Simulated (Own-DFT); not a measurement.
## Calculated data, SiC (2H silicon carbide, strained, atoms displaced)

Computed with Own-DFT development build. A calculation, not a measurement: plane-wave PBE density functional theory by an unreviewed code, no spin, of a simulated periodic cell, stress positive in tension, free energy of the whole cell less one offset for each atom, forces on such cells passed a denser k mesh, this cell's mesh not checked; offsets are fitted by least squares, one for each functional and potential file, so energies compare only between cells with the same atoms and settings and are not formation energies; the far tail of each file's local potential was reset to the Coulomb form; each entry is a single point on an unrelaxed cell, so the pressure reflects the starting lattice, mostly measured values (interpolated for alloys), from which strain is counted, and rises with the displacements; printed positions are rounded, which can move forces by about a meV/angstrom; the program, named Own-DFT, is a retired in-house code; no spin-orbit coupling.

Settings shared by all entries: functional PBE; potential files PseudoDojo norm-conserving, scalar-relativistic, standard set; wave cutoff 42 hartree; occupations Fermi-Dirac; smearing width 0.1 eV; hardware one NVIDIA H100; k mesh 4 x 4 x 3 centred on Gamma.

(1) SiC (2H silicon carbide, strained, atoms displaced)

```
cell vectors (Å)
   9.2075     0.0723    -0.0740
  -4.5411     7.9914    -0.0346
  -0.0806    -0.0901    10.2594
atoms (fractions of the cell vectors)
Si  0.99522  0.99455  0.99641
Si  0.11069  0.22509  0.25441
C   0.00374  0.00154  0.18647
C   0.11635  0.23597  0.43851
Si  0.01509  0.00735  0.50867
Si  0.10964  0.21805  0.75682
C   0.00325  0.99846  0.68062
C   0.11354  0.22247  0.93616
Si  0.00011  0.33452  0.00083
Si  0.10140  0.53744  0.24048
C   0.99486  0.33438  0.18549
C   0.11062  0.56622  0.44314
Si  0.00554  0.33789  0.49191
Si  0.11323  0.56627  0.74563
C   0.00218  0.34638  0.68736
C   0.11761  0.56389  0.94861
Si  0.99149  0.65795  0.99812
Si  0.11645  0.88662  0.24898
C   0.99989  0.65401  0.18447
C   0.10835  0.87893  0.44507
Si  0.99861  0.66694  0.50595
Si  0.11221  0.89281  0.74673
C   0.01125  0.66421  0.67940
C   0.10320  0.88273  0.94500
Si  0.33060  0.00147  0.99725
Si  0.44035  0.22131  0.25772
C   0.33687  0.00695  0.18886
C   0.44861  0.22129  0.43940
Si  0.34268  0.01380  0.50338
Si  0.45022  0.22548  0.74610
C   0.32147  0.99349  0.69022
C   0.44778  0.23094  0.92974
Si  0.33231  0.33293  0.99812
Si  0.44582  0.55841  0.25529
C   0.34181  0.33657  0.19089
C   0.43993  0.56183  0.43604
Si  0.33228  0.33624  0.49890
Si  0.44761  0.56076  0.75387
C   0.32337  0.32696  0.68182
C   0.45064  0.56701  0.94142
Si  0.33535  0.66524  0.00365
Si  0.44140  0.88948  0.24904
C   0.32382  0.66027  0.18869
C   0.45535  0.89450  0.43744
Si  0.33608  0.67417  0.49453
Si  0.44191  0.88455  0.74785
C   0.32628  0.66945  0.68965
C   0.44207  0.88291  0.94298
Si  0.65682  0.99298  0.00305
Si  0.78747  0.22034  0.25811
C   0.66887  0.99816  0.18558
C   0.78216  0.21953  0.43742
Si  0.66693  0.99907  0.50021
Si  0.78026  0.22314  0.74926
C   0.67020  0.99653  0.67996
C   0.78489  0.22180  0.93504
Si  0.67102  0.34542  0.99534
Si  0.78582  0.56035  0.24963
C   0.66719  0.32805  0.19344
C   0.77624  0.55080  0.43303
Si  0.66412  0.33305  0.49705
Si  0.76941  0.54848  0.75046
C   0.66278  0.33305  0.68303
C   0.78628  0.55427  0.94169
Si  0.67294  0.67734  0.99066
Si  0.77959  0.88935  0.25188
C   0.66549  0.66241  0.19125
C   0.77281  0.88097  0.44147
Si  0.66637  0.66830  0.50459
Si  0.77835  0.88404  0.74595
C   0.66396  0.66078  0.68957
C   0.77703  0.88940  0.93793
```

It finds free energy of cell above offsets -6.326 eV; pressure 1.72 GPa; stress xx -5.99 GPa; stress yy -2.46 GPa; stress zz 3.3 GPa; stress yz -2.51 GPa; stress xz -2.85 GPa; stress xy 2.66 GPa; wall time 361.1 s.

Force:
```
element  x (eV/Å)  y (eV/Å)  z (eV/Å)
     Si     0.176     1.365       1.4
     Si     1.041    -0.252    -1.323
      C    -0.431    -0.197     0.455
      C     1.182    -2.473    -0.656
     Si     -1.81    -0.856    -3.356
     Si    -0.888     1.367     -2.07
      C    -1.224     0.246     3.067
      C    -0.394    -0.487     1.004
     Si     0.313     0.265    -0.655
     Si     0.254     4.328      2.73
      C     1.544    -3.126    -0.315
      C     1.412    -1.838    -2.219
     Si    -1.596     1.521     2.688
     Si     1.889    -2.293     2.291
      C      0.78    -2.115    -0.116
      C    -0.231    -1.586    -2.351
     Si     2.556      2.08     1.676
     Si    -0.677    -0.658     0.444
      C    -1.222     1.918     0.041
      C     0.461     2.776    -1.485
     Si    -0.514    -0.674    -1.862
     Si     -0.15    -1.948     1.211
      C    -4.656       1.7     2.321
      C     0.685     0.254    -1.989
     Si     0.445      0.29     0.545
     Si     1.855     0.673    -1.488
      C    -0.279    -0.924    -0.405
      C    -1.748     0.872     0.016
     Si     -0.14    -3.436      0.03
     Si    -1.754    -0.805    -0.005
      C     2.564     2.071    -0.416
      C     0.376    -0.842     0.785
     Si     0.689     0.992     0.821
     Si     0.254     0.086    -1.243
      C    -1.932    -0.198    -0.375
      C     1.638     -0.98     1.057
     Si      0.46     0.994      0.23
     Si    -1.537    -1.153    -0.661
      C     1.078     1.135     1.302
      C     0.531    -1.948    -1.071
     Si    -0.847     0.652      0.66
     Si     0.931    -0.163     0.125
      C     1.047     0.592      0.17
      C    -2.087     0.023    -0.278
     Si    -1.102    -0.103     1.214
     Si     0.147     1.009     0.645
      C     2.307    -0.189    -0.987
      C    -0.922     0.809    -1.227
     Si     1.184     1.826    -0.313
     Si    -2.514    -0.458    -1.862
      C    -0.526    -0.054     0.817
      C    -0.441     0.174     0.673
     Si     1.394     0.317    -0.589
     Si     0.491     0.087    -0.416
      C    -1.071     0.339     1.828
      C    -1.797    -0.382     0.209
     Si     0.771    -3.321     2.109
     Si    -0.631    -1.533    -0.099
      C    -0.236       0.6    -0.661
      C    -0.396     0.795     1.599
     Si     1.693     0.639    -0.109
     Si      2.23     0.703    -0.106
      C     0.691    -0.484     0.194
      C     -3.21     0.617    -2.586
     Si     0.463    -1.941     2.854
     Si     0.458    -0.858     0.124
      C     0.003     1.196    -1.176
      C     1.162     1.895    -0.226
     Si     0.258    -1.012    -1.411
     Si    -0.104     0.863     0.253
      C    -0.214     0.537    -0.024
      C    -0.133      0.68    -1.457
```

(2) SiC (2H silicon carbide, strained, atoms displaced)

```
cell vectors (Å)
   9.1702    -0.0140     0.1204
  -4.5972     8.0973    -0.0830
   0.1311    -0.0287     9.9362
atoms (fractions of the cell vectors)
Si  0.00302  0.00085  0.00041
Si  0.10821  0.22822  0.24008
C   0.01211  0.00981  0.19010
C   0.11298  0.21518  0.43813
Si  0.00286  0.00510  0.49789
Si  0.10884  0.22144  0.75436
C   0.00352  0.00379  0.68185
C   0.11073  0.22570  0.93030
Si  0.00077  0.34012  0.00021
Si  0.11944  0.55694  0.24519
C   0.00507  0.33215  0.19338
C   0.10651  0.55600  0.43674
Si  0.98499  0.32157  0.50855
Si  0.09896  0.54593  0.74911
C   0.00401  0.33113  0.68397
C   0.10432  0.54676  0.93065
Si  0.98044  0.65600  0.99724
Si  0.11561  0.88211  0.25391
C   0.00641  0.66619  0.18406
C   0.11669  0.89648  0.43257
Si  0.98738  0.66161  0.49802
Si  0.11668  0.89195  0.75491
C   0.00262  0.67629  0.69260
C   0.10492  0.87720  0.93544
Si  0.32980  0.99744  0.99612
Si  0.43951  0.21900  0.25012
C   0.33087  0.99764  0.19789
C   0.43074  0.21892  0.43630
Si  0.32847  0.00497  0.50769
Si  0.44131  0.21843  0.74826
C   0.33331  0.99828  0.68914
C   0.43896  0.21630  0.94733
Si  0.34081  0.32825  0.99594
Si  0.44672  0.54971  0.24545
C   0.33306  0.32879  0.18889
C   0.44741  0.55623  0.43271
Si  0.33342  0.33678  0.51102
Si  0.44622  0.56355  0.75644
C   0.32692  0.33428  0.68379
C   0.45131  0.54902  0.92981
Si  0.32451  0.66045  0.99637
Si  0.44310  0.88974  0.24778
C   0.34148  0.66432  0.18529
C   0.44324  0.89578  0.43934
Si  0.34143  0.67562  0.49448
Si  0.43708  0.87118  0.75584
C   0.34220  0.66799  0.68750
C   0.44990  0.89778  0.93827
Si  0.67087  0.00445  0.99320
Si  0.76641  0.20789  0.25932
C   0.67064  0.00645  0.18578
C   0.76791  0.22293  0.43172
Si  0.66338  0.99334  0.49897
Si  0.77075  0.21447  0.75398
C   0.67189  0.99788  0.68832
C   0.78513  0.21769  0.93865
Si  0.67141  0.33373  0.00981
Si  0.76944  0.54271  0.24756
C   0.66745  0.33089  0.17959
C   0.76809  0.54598  0.43169
Si  0.66289  0.33990  0.50465
Si  0.78546  0.56009  0.75625
C   0.66395  0.33523  0.67900
C   0.77598  0.55188  0.94196
Si  0.66572  0.66775  0.00167
Si  0.77548  0.88391  0.24223
C   0.66206  0.67515  0.18606
C   0.76790  0.88859  0.44393
Si  0.65694  0.65787  0.50136
Si  0.77887  0.89127  0.74569
C   0.65892  0.67007  0.68187
C   0.77164  0.89070  0.94185
```

It finds free energy of cell above offsets -4.170 eV; pressure 8.56 GPa; stress xx -6.47 GPa; stress yy -0.77 GPa; stress zz -18.45 GPa; stress yz -1.65 GPa; stress xz 3.56 GPa; stress xy 0.11 GPa; wall time 340.8 s.

Force:
```
element  x (eV/Å)  y (eV/Å)  z (eV/Å)
     Si    -0.651     0.221    -0.115
     Si       2.6    -1.499     3.145
      C     -0.64    -2.249    -0.823
      C    -1.756     2.108    -0.517
     Si    -0.551     -1.13    -0.835
     Si      0.25    -0.274    -2.838
      C     0.406    -0.529     2.081
      C      0.93    -0.467     3.195
     Si     1.263    -1.784     0.754
     Si    -0.937    -0.677     1.266
      C    -3.009     1.221    -1.886
      C     0.702    -0.347     0.675
     Si     1.557     1.114    -4.085
     Si     1.309     1.336    -1.795
      C    -1.892    -0.291       2.5
      C    -0.551     1.404     1.517
     Si     4.016     2.082     1.007
     Si    -1.878      0.87    -1.341
      C    -1.215    -0.804     0.309
      C    -1.027    -2.175     2.481
     Si     1.466     1.396    -0.214
     Si    -1.464     0.288    -1.784
      C      0.41    -1.504    -1.007
      C    -0.206     0.861     1.342
     Si    -0.286    -0.543      1.89
     Si     0.099     -0.18     0.201
      C     0.966      0.32    -2.746
      C     1.809     1.066     1.293
     Si     0.719    -0.484    -2.056
     Si    -0.491     0.808     0.404
      C     0.809    -0.082     1.274
      C     2.631    -0.207    -2.432
     Si    -3.117     1.238      0.85
     Si    -0.998    -0.092     0.647
      C     0.064     0.961    -1.351
      C    -1.047    -0.689     0.605
     Si    -1.107    -0.305     -4.45
     Si     0.606    -1.894    -3.189
      C     1.333     0.396     4.011
      C    -1.307     0.386     3.345
     Si     1.422     0.754     0.053
     Si     0.845    -0.114     0.416
      C    -0.949     0.374    -0.274
      C     0.188    -0.568    -0.166
     Si    -1.147     -1.17      0.33
     Si     0.154     3.391    -1.493
      C    -2.263    -1.389    -0.212
      C    -0.246    -2.117     0.415
     Si    -0.838    -0.299     1.967
     Si     0.933     2.642    -3.292
      C    -0.186    -1.911    -0.506
      C     0.472      -0.6     4.152
     Si    -1.849     1.798      0.47
     Si     0.448     0.891    -1.606
      C    -2.006     0.273     0.203
      C    -1.952     1.499    -0.051
     Si    -0.465    -1.336    -4.577
     Si     0.465     2.105    -0.545
      C    -0.207     -0.76     4.748
      C    -0.163     1.319     1.069
     Si    -0.336    -2.196    -3.345
     Si    -2.188    -0.536    -1.811
      C     0.908     0.135     4.473
      C    -1.999    -1.171    -0.536
     Si     -0.45     0.493    -0.847
     Si     0.184     2.713     2.045
      C     2.376    -2.406    -0.226
      C      3.02    -1.478    -2.143
     Si     0.475     1.768    -1.461
     Si     0.862    -0.482     0.387
      C     2.254    -0.395     2.334
      C     2.422      -1.1    -1.301
```

(3) SiC (2H silicon carbide, strained, atoms displaced)

```
cell vectors (Å)
   9.1115    -0.1428     0.0668
  -4.6794     8.1559     0.0218
   0.0728     0.0694    10.1756
atoms (fractions of the cell vectors)
Si  0.00434  0.00429  0.98924
Si  0.11499  0.22133  0.25082
C   0.99813  0.00531  0.18615
C   0.10825  0.22061  0.43390
Si  0.01206  0.00997  0.49838
Si  0.11553  0.22522  0.74116
C   0.01207  0.00830  0.68159
C   0.11202  0.22720  0.93171
Si  0.99842  0.33169  0.00014
Si  0.11087  0.55232  0.24478
C   0.98748  0.32116  0.18358
C   0.11128  0.55417  0.43708
Si  0.99985  0.33692  0.49451
Si  0.11784  0.55193  0.74661
C   0.99941  0.32785  0.69437
C   0.10273  0.55846  0.93434
Si  0.00088  0.66153  0.99511
Si  0.10066  0.88102  0.25419
C   0.00293  0.66599  0.19840
C   0.11848  0.88882  0.44138
Si  0.99266  0.65869  0.50038
Si  0.10637  0.88147  0.75806
C   0.99944  0.66687  0.69278
C   0.12375  0.89132  0.94044
Si  0.34131  0.01190  0.00137
Si  0.44236  0.21880  0.24207
C   0.33706  0.99647  0.19305
C   0.44553  0.21323  0.43623
Si  0.33270  0.99866  0.50341
Si  0.44240  0.21455  0.75290
C   0.32635  0.99137  0.68588
C   0.45175  0.22639  0.93785
Si  0.33750  0.33136  0.00625
Si  0.44517  0.54879  0.25981
C   0.34197  0.33440  0.18306
C   0.44219  0.55823  0.43719
Si  0.33667  0.33755  0.49495
Si  0.45022  0.55849  0.75415
C   0.32872  0.32699  0.69533
C   0.44374  0.55757  0.92777
Si  0.32757  0.66754  0.01106
Si  0.44092  0.89271  0.25269
C   0.33647  0.67600  0.18130
C   0.45436  0.88825  0.43427
Si  0.33651  0.67074  0.50763
Si  0.43987  0.89731  0.75422
C   0.32918  0.66733  0.69239
C   0.44850  0.89179  0.93761
Si  0.66367  0.00156  0.00265
Si  0.77809  0.21910  0.25395
C   0.66853  0.00415  0.18721
C   0.76564  0.21017  0.44499
Si  0.66443  0.99610  0.50554
Si  0.78201  0.21834  0.74676
C   0.65074  0.99762  0.68173
C   0.78492  0.22399  0.93203
Si  0.66993  0.33818  0.00126
Si  0.77095  0.54853  0.24950
C   0.67518  0.34251  0.18632
C   0.78037  0.55995  0.44122
Si  0.65980  0.32806  0.49591
Si  0.77690  0.54991  0.73791
C   0.66685  0.32807  0.69629
C   0.78054  0.55898  0.92635
Si  0.66601  0.66196  0.99231
Si  0.78870  0.89313  0.23993
C   0.67265  0.67737  0.17967
C   0.77911  0.88843  0.43477
Si  0.67020  0.66070  0.49810
Si  0.77589  0.87526  0.75405
C   0.65244  0.65680  0.69112
C   0.76302  0.87861  0.94499
```

Results for SiC (2H silicon carbide, strained, atoms displaced): free energy of cell above offsets -4.913 eV; pressure 4.46 GPa; stress xx -11.54 GPa; stress yy -0.26 GPa; stress zz -1.57 GPa; stress yz 1.97 GPa; stress xz 2.76 GPa; stress xy -7.89 GPa; wall time 357.3 s.

Force:
```
element  x (eV/Å)  y (eV/Å)  z (eV/Å)
     Si    -0.608     -0.52     1.335
     Si    -1.107    -0.122    -1.014
      C     3.573     0.645    -1.249
      C     0.523     1.469     0.152
     Si    -0.822    -2.563    -0.221
     Si     -1.47    -1.329     2.167
      C    -1.035     -1.81     1.692
      C     0.803    -0.555     0.781
     Si     0.237     0.423    -0.908
     Si    -0.042    -0.187     0.823
      C     2.708     2.308     0.773
      C    -0.038     0.221    -0.171
     Si     -0.11    -1.172     1.351
     Si    -2.976    -0.775     1.411
      C     0.794     1.552    -2.708
      C      2.91    -1.396     0.564
     Si    -1.721     1.537     1.453
     Si     0.966     1.407    -0.175
      C    -0.818    -0.627    -2.094
      C    -1.731    -0.734    -0.666
     Si     2.006     2.121     0.773
     Si    -0.026     1.033    -1.526
      C     0.981    -0.472    -1.689
      C    -2.045    -0.292    -0.025
     Si     1.261    -1.659     0.667
     Si      1.19    -0.365      1.57
      C    -2.331     1.215    -1.436
      C    -2.101     1.296    -0.851
     Si     1.491    -0.672    -0.617
     Si    -0.728     0.345    -0.522
      C      -0.3     1.393     0.856
      C    -0.889    -0.286     0.599
     Si    -1.047     1.049    -3.364
     Si    -0.352     2.221     -3.16
      C     -1.01     0.192     1.925
      C     0.809    -0.641     1.071
     Si     0.236    -1.189     1.503
     Si    -3.775    -2.468    -0.712
      C     2.726     2.238    -2.443
      C    -0.487    -0.696      3.91
     Si     0.828     0.163    -4.585
     Si     2.287    -0.927    -0.133
      C     0.664    -1.546     3.603
      C     -2.32    -0.623     1.008
     Si     -0.45      0.07    -0.965
     Si     0.787    -2.073     0.103
      C       2.5     1.157    -0.849
      C    -1.539    -0.134     0.532
     Si     0.758     0.569    -0.327
     Si    -1.576     -0.78     0.241
      C    -0.069    -0.375      0.21
      C     0.991     2.195    -1.448
     Si     1.082    -0.615    -1.444
     Si     -1.71     -0.82     0.739
      C     2.979     0.253      1.96
      C    -1.518    -0.781     0.925
     Si     1.536     0.338    -1.297
     Si     0.108     2.553     0.067
      C    -0.286    -2.045     0.171
      C    -0.547     -2.69    -1.245
     Si     1.242     0.432     1.802
     Si    -1.076    -0.391       2.1
      C    -0.027     0.155    -2.382
      C     -0.15     -0.47     1.236
     Si     -0.44    -0.311     0.847
     Si     -3.64    -0.923     2.104
      C     0.334    -2.339     1.198
      C      0.77    -0.094     0.384
     Si    -1.995     2.245     0.675
     Si    -1.355     1.981    -0.785
      C     4.281     1.868    -2.492
      C     1.906     1.819    -1.776
```
